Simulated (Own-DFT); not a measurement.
In3GaAs4 (zincblende random alloy, strained, atoms displaced) (calculated)

Computed with Own-DFT development build. A calculation, not a measurement: plane-wave PBE density functional theory by an unreviewed code, no spin, of a simulated periodic cell, stress positive in tension, free energy of the whole cell less one offset for each atom, forces on such cells passed a denser k mesh, this cell's mesh not checked; offsets are fitted by least squares, one for each functional and potential file, so energies compare only between cells with the same atoms and settings and are not formation energies; the far tail of each file's local potential was reset to the Coulomb form; each entry is a single point on an unrelaxed cell, so the pressure reflects the starting lattice, mostly measured values, from which strain is counted, and rises with the displacements; printed positions are rounded, which can move forces by about a meV/angstrom; the program is a retired in-house code; no spin-orbit coupling.

Settings shared by all entries: functional PBE; potential files PseudoDojo norm-conserving, scalar-relativistic, standard set; wave cutoff 42 hartree; occupations Fermi-Dirac; smearing width 0.1 eV; k mesh 3 x 3 x 3 centred on Gamma.

(1) 
```xyz
64
Lattice="11.7374 0.0000 0.0000 0.0000 11.7374 0.0000 0.0000 0.0000 12.0731" Properties=species:S:1:pos:R:3:force_x:R:1:force_y:R:1:force_z:R:1 formula=In3GaAs4 free_energy_of_cell_above_offsets=-24.319 pressure=5.79 stress_xx=-6.09 stress_yy=-6.12 stress_zz=-5.16 stress_yz=-0.62 stress_xz=-0.25 stress_xy=0.01
In    11.6475     0.0440    12.0504      0.397     -0.228      0.706
In     0.0702     2.9888     2.9646      0.248     -0.403      0.453
In     3.0065    11.6845     3.0837     -0.122      0.465     -0.823
In     3.0102     2.9199    11.9722      -0.93      0.564      1.376
As     1.4983     1.4362     1.5067      0.446     -0.107      -0.24
As     1.4876     4.4179     4.5762      0.103      1.426     -0.341
As     4.4522     1.4510     4.5157     -0.374       0.26       0.39
As     4.3736     4.4130     1.5382     -0.743      0.317      0.689
Ga     0.0349    11.6539     6.0284     -0.595      0.576      0.227
In    11.7047     2.9499     9.0329      0.121      0.389     -0.163
In     2.9366     0.0060     9.0717     -0.985      0.668     -0.407
In     3.0061     2.9696     6.0424     -0.403     -0.535      0.165
As     1.3239     1.5152     7.5015      0.894     -1.159     -0.763
As     1.4345     4.3687    10.5738      0.856      0.715     -0.915
As     4.3589     1.5021    10.5441      2.014      -0.31      -0.92
As     4.4196     4.3623     7.6286      0.597      1.184      0.479
In    11.7098     5.8406    12.0122      0.229      0.381      0.518
In     0.0176     8.9178     3.0054      0.459     -0.927      0.609
Ga     3.0184     5.9806     3.0850     -0.786      -0.51     -0.337
In     2.9805     8.8152     0.0149     -0.723      0.251      0.001
As     1.4241     7.3502     1.5306      0.847     -0.647      0.349
As     1.5075    10.3102     4.5523     -0.728       0.08      0.821
As     4.4816     7.3053     4.5217      -0.49     -0.356      1.003
As     4.4748    10.1859     1.5873     -0.707      1.283     -1.231
Ga    11.6724     5.8189     6.0157      0.104      0.126      0.117
In     0.0507     8.8032     9.0664      -0.64     -0.027      0.138
Ga     2.8490     5.9137     9.0638      0.394     -0.232      0.094
In     2.9522     8.9045     6.1459      0.282     -0.866     -0.325
As     1.4027     7.3179     7.5258      0.337      -1.17     -0.288
As     1.4060    10.3407    10.5631      0.643     -0.516      0.551
As     4.4209     7.2957    10.6570     -0.036      0.046     -1.922
As     4.4421    10.3460     7.6431      1.161     -0.926      0.133
In     5.9392     0.0387     0.0124     -0.922     -0.554     -0.429
In     5.8685     2.9140     3.0138      0.039      0.062      -0.37
In     8.8892    11.7043     3.0614     -0.172      0.838      0.073
In     8.7833     2.9076     0.0151     -0.022     -0.281     -0.047
As     7.3518     1.3947     1.5367      0.478      0.581       0.31
As     7.3623     4.3308     4.5158     -1.094      1.539     -0.005
As    10.3354     1.4918     4.5044      0.514     -0.264      1.021
As    10.3196     4.3414     1.4598     -0.595      0.574      0.273
In     5.9314     0.0184     6.0130     -0.895      0.227      0.858
Ga     5.9122     2.9187     9.0628       0.14     -0.031     -0.093
Ga     8.7785     0.0264     9.1207     -0.006      0.187     -0.444
In     8.8121     3.0679     6.0307      0.576     -1.349     -0.112
As     7.3579     1.5087     7.4535      0.214      0.014      2.125
As     7.4329     4.3986    10.5188     -1.647     -0.692      0.133
As    10.3111     1.5061    10.5306     -1.559      -0.63      -0.36
As    10.1862     4.4192     7.5960       1.52      0.701     -0.871
In     5.8926     5.8331     0.0840      0.266     -0.451     -0.657
In     5.8641     8.8322     3.0382        0.9     -0.323      0.982
In     8.8446     5.8629     3.0321     -0.095     -0.151     -0.381
In     8.7913     8.8265     0.0635     -0.155     -0.449      0.012
As     7.2713     7.3486     1.5514      0.901     -0.099       0.09
As     7.3072    10.4262     4.5092      0.697     -1.961     -0.029
As    10.2829     7.3681     4.5219      0.881     -0.528       0.42
As    10.2533    10.2533     1.5753      0.077      0.384     -1.084
Ga     5.8838     5.8458     6.0224      0.125     -0.261      0.331
Ga     5.9117     8.8004     9.1304     -0.292     -0.563     -0.537
In     8.9168     5.8706     9.1585     -1.165      0.241     -1.095
In     8.7985     8.7537     6.0569      0.037       1.24     -0.433
As     7.4077     7.3046     7.5109      -1.82     -0.481      0.913
As     7.3425    10.2157    10.5541      0.084       0.61     -0.881
As    10.2104     7.3248    10.5888      1.034      1.302      0.595
As    10.2341    10.3061     7.6231      0.087      0.755     -0.452
```

Units: free_energy_of_cell_above_offsets in eV; pressure, stress_xx, stress_yy, stress_zz, stress_yz, stress_xz, stress_xy in GPa; force_x, force_y, force_z in eV/Å.

(2) 
```xyz
64
Lattice="11.7374 0.0000 0.0000 0.0000 11.7374 0.0000 0.0000 0.0000 12.0731" Properties=species:S:1:pos:R:3:force_x:R:1:force_y:R:1:force_z:R:1 formula=In3GaAs4 free_energy_of_cell_above_offsets=-23.797 pressure=5.91 stress_xx=-6.23 stress_yy=-6.2 stress_zz=-5.31 stress_yz=0.26 stress_xz=-0.43 stress_xy=0.81
Ga    11.6912    11.6543     0.0368      0.413      0.465     -0.327
In     0.0503     2.9057     3.0334     -1.317        0.2     -0.198
In     2.9457     0.0229     2.9151     -0.171      -0.42      0.952
In     2.8995     3.0316    12.0624      0.852     -0.922      0.664
As     1.4522     1.4719     1.5513     -0.545     -0.499     -1.779
As     1.4066     4.3749     4.5448      0.942      0.174       0.01
As     4.3283     1.5077     4.5187      1.643     -0.332     -1.507
As     4.4028     4.5061     1.5785      1.209     -1.663     -0.529
In    11.5919     0.0524     5.9964      2.485     -1.472       1.18
In     0.0221     2.9173     9.1273       0.93      0.058     -0.978
In     2.9187     0.0703     9.0331     -0.283     -0.791     -0.109
In     3.0103     2.9047     6.0054     -0.485      1.451      0.246
As     1.5900     1.4759     7.4446     -1.736     -0.106      0.496
As     1.4992     4.4262    10.5841      0.376      1.111     -1.271
As     4.3696     1.3766    10.5486      0.328      1.505       0.54
As     4.4722     4.3918     7.5292     -1.117      0.735      0.498
In     0.0514     5.8788     0.0452     -0.419      0.114     -0.268
In     0.0263     8.7678     3.0012      0.426     -0.036      0.426
In     2.9318     5.8605     3.0117     -0.347      0.032      1.214
In     2.9231     8.8171     0.0084      0.099      0.336     -0.026
As     1.5373     7.3134     1.5298     -0.367      0.296     -0.267
As     1.4940    10.2420     4.5246      0.038      0.291      0.376
As     4.4712     7.3035     4.5043     -0.865     -0.018      0.278
As     4.4267    10.2979     1.5224      0.602     -0.339     -0.398
In     0.0205     5.8795     6.0218      0.325       0.34      0.728
Ga    11.7108     8.8226     8.9360       0.29     -0.444      0.839
Ga     3.0187     5.8604     9.0456      0.204     -0.105      0.482
In     2.9844     8.7254     6.0952      0.028       0.43     -0.809
As     1.6091     7.2993     7.6359     -1.256     -0.264      0.618
As     1.4815    10.2575    10.5052     -1.608        0.1      0.164
As     4.4439     7.4395    10.5534     -0.227     -0.646     -1.226
As     4.3697    10.2414     7.6075      1.026     -0.123      0.151
In     5.9358     0.0390    12.0167     -0.427     -0.942      -0.12
Ga     5.8623     2.8947     2.9863      0.256      0.257      0.238
Ga     8.8487    11.6886     2.9737     -0.171     -0.333      0.501
In     8.7479     3.0291     0.0024      -0.56     -1.054     -0.553
As     7.3801     1.3662     1.4790      0.226      0.879      1.574
As     7.3955     4.4121     4.5932     -0.156     -0.402     -1.885
As    10.2819     1.3487     4.5521     -2.019      1.443     -2.295
As    10.1837     4.3868     1.4121      0.809      1.044      2.197
In     5.8323     0.0326     6.0175      0.256     -0.321      0.275
In     5.8732     2.9700     9.0660      -0.33     -0.221      0.874
In     8.8593    11.7165     8.9855     -0.272      0.552      1.069
In     8.7939     2.8755     6.0691      0.588      0.222     -0.088
As     7.3207     1.5231     7.6179     -0.023     -0.822     -0.509
As     7.3358     4.4854    10.5473      0.208     -0.573     -0.614
As    10.3138     1.5640    10.6073     -0.324     -1.788       0.81
As    10.3566     4.3904     7.5584     -0.399     -0.262     -0.102
In     5.8825     5.8688    11.9889     -0.652      0.323      0.568
In     5.8963     8.7028     2.9931     -0.143      0.833     -0.044
Ga     8.8180     5.8621     3.0454     -0.228     -0.009      -0.38
In     8.8693     8.8640    12.0082     -0.595     -0.419      0.699
As     7.2866     7.3304     1.4552      1.748     -0.599      0.337
As     7.3588    10.1299     4.5954       0.23      1.468     -0.984
As    10.3154     7.2924     4.4974     -1.651      0.484      0.169
As    10.3055    10.2082     1.5403     -0.267      1.482     -0.198
In     5.8857     5.8742     6.0199     -0.173      -0.32     -0.248
Ga     5.8421     8.8032     9.0271      0.476     -0.054     -0.221
In     8.7731     5.8948     8.9320       0.89     -0.247      0.787
Ga     8.7477     8.8737     5.9932       0.93      -1.17       0.63
As     7.3486     7.2735     7.4664     -0.225      2.508      0.144
As     7.3596    10.2125    10.5205     -0.728      0.068     -0.938
As    10.2411     7.3325    10.5951      1.137      0.061     -1.438
As    10.2625    10.2632     7.5220      0.117      -1.55     -0.422
```

Units: free_energy_of_cell_above_offsets in eV; pressure, stress_xx, stress_yy, stress_zz, stress_yz, stress_xz, stress_xy in GPa; force_x, force_y, force_z in eV/Å.

(3) 
```xyz
64
Lattice="11.7374 0.0000 0.0000 0.0000 11.7374 0.0000 0.0000 0.0000 12.0731" Properties=species:S:1:pos:R:3:force_x:R:1:force_y:R:1:force_z:R:1 formula=In3GaAs4 free_energy_of_cell_above_offsets=-24.272 pressure=5.78 stress_xx=-6.06 stress_yy=-6.26 stress_zz=-5.02 stress_yz=-1.05 stress_xz=0.05 stress_xy=0.2
In     0.0167     0.0147    11.9647       0.44      -0.71      0.648
Ga     0.0729     2.9353     2.9867     -0.837      0.443       0.33
In     2.9218     0.0216     2.9432     -0.344      0.383      0.461
Ga     2.9410     2.9677     0.0100     -0.152     -0.515      0.056
As     1.3794     1.5097     1.5268      0.724      0.836     -0.695
As     1.4510     4.4186     4.5948     -0.507     -0.782     -1.571
As     4.4035     1.4474     4.5140      0.242     -0.225      0.507
As     4.2811     4.4255     1.4801      1.243     -0.501      -0.57
In     0.1403    11.7169     6.1021     -1.144     -0.142     -1.011
In     0.0681     2.9219     9.0683     -0.172      1.205      0.933
In     2.9299     0.1261     9.0189      0.036     -1.367      0.127
In     2.9229     2.9749     6.0166      0.438     -0.541      0.648
As     1.3772     1.4806     7.6082      1.353      0.459     -0.955
As     1.5334     4.4366    10.6650      0.024      -1.18     -0.022
As     4.3814     1.4526    10.5533      0.448      0.445      1.916
As     4.4168     4.4181     7.6577      -0.67      0.148     -1.661
In     0.0628     5.8495     0.1037     -0.466     -0.211     -0.415
In    11.7176     8.8370     3.0661      -0.16     -0.843      -0.49
In     2.8643     5.8838     3.0124      0.236      0.549      0.488
In     3.0540     8.7650    12.0512     -1.042      0.582       0.44
As     1.4654     7.3702     1.4439       0.22      0.771      1.059
As     1.4343    10.2845     4.4579      1.274     -0.049      0.953
As     4.3262     7.3892     4.6803      0.328     -0.519     -1.222
As     4.3542    10.3022     1.4897      1.296      0.317     -0.464
In    11.7372     5.8260     6.0344     -0.859      0.151      0.481
Ga    11.7364     8.8593     9.1323     -0.582     -0.804     -0.564
In     2.9869     5.8246     9.1327     -1.258      0.574     -0.775
In     2.9510     8.8342     6.2076     -0.865      0.448     -0.557
As     1.3672     7.3342     7.5284      0.139       0.43      1.617
As     1.4944    10.1619    10.5077      0.016      0.505     -0.231
As     4.3166     7.3216    10.5712      2.587     -0.514      0.018
As     4.4959    10.2929     7.5605     -1.068      0.161      0.868
Ga     5.8796    11.7070     0.0361     -0.137      0.425      0.021
In     5.9418     2.9072     3.0437     -1.032        0.2     -0.738
Ga     8.7769     0.0295     3.0678      0.362     -0.252       0.14
In     8.8083     2.9585    12.0209     -0.171     -0.092     -0.259
As     7.4079     1.4812     1.5215     -0.331     -1.398     -0.296
As     7.3282     4.4071     4.5030      0.293      0.656      0.223
As    10.3116     1.5124     4.5238       0.35     -0.521     -0.905
As    10.2402     4.3974     1.4593      0.076      0.069      2.196
In     5.9433    11.6666     6.1229      -0.48      1.005     -0.808
In     5.8106     2.9829     9.0289      0.594     -0.963      0.833
In     8.8488     0.0925     9.0742     -0.065     -0.618     -0.352
In     8.7768     2.9120     5.9937      0.411       0.28      0.704
As     7.2900     1.4749     7.5718      0.451      0.449      0.011
As     7.3016     4.4337    10.5025     -0.469      0.365       1.05
As    10.3513     1.4925    10.5490     -0.687      0.372      0.079
As    10.2776     4.4169     7.6907      0.324     -0.906     -1.636
Ga     5.8539     5.8185     0.0052     -0.258      0.194     -0.011
In     5.8582     8.7812     3.0001     -0.461     -0.282      0.171
Ga     8.7529     5.8256     3.1599      0.561      0.507     -0.961
In     8.8324     8.7832    12.0181      -0.24      0.726      0.754
As     7.3157     7.2812     1.5069      0.255     -0.987     -0.013
As     7.2632    10.2223     4.5939      1.875      0.015     -0.819
As    10.2539     7.3438     4.5819      -1.29     -0.132     -0.196
As    10.3459    10.3469     1.5817     -1.485      0.388     -0.275
In     5.8657     5.8616     6.0742     -0.422     -0.255     -0.513
In     5.9362     8.8376     9.0602     -0.632     -0.793      0.275
In     8.8280     5.8526     9.0184     -0.406      1.044      0.765
Ga     8.7466     8.7945     6.0377      0.265     -0.065      0.166
As     7.2999     7.3009     7.5298       1.17       0.97      -0.18
As     7.2674    10.3459    10.5420      0.517      0.488      1.069
As    10.3026     7.2626    10.6497      0.596      0.673     -1.346
As    10.2922    10.2650     7.5056     -0.455     -1.067      0.503
```

Units: free_energy_of_cell_above_offsets in eV; pressure, stress_xx, stress_yy, stress_zz, stress_yz, stress_xz, stress_xy in GPa; force_x, force_y, force_z in eV/Å.
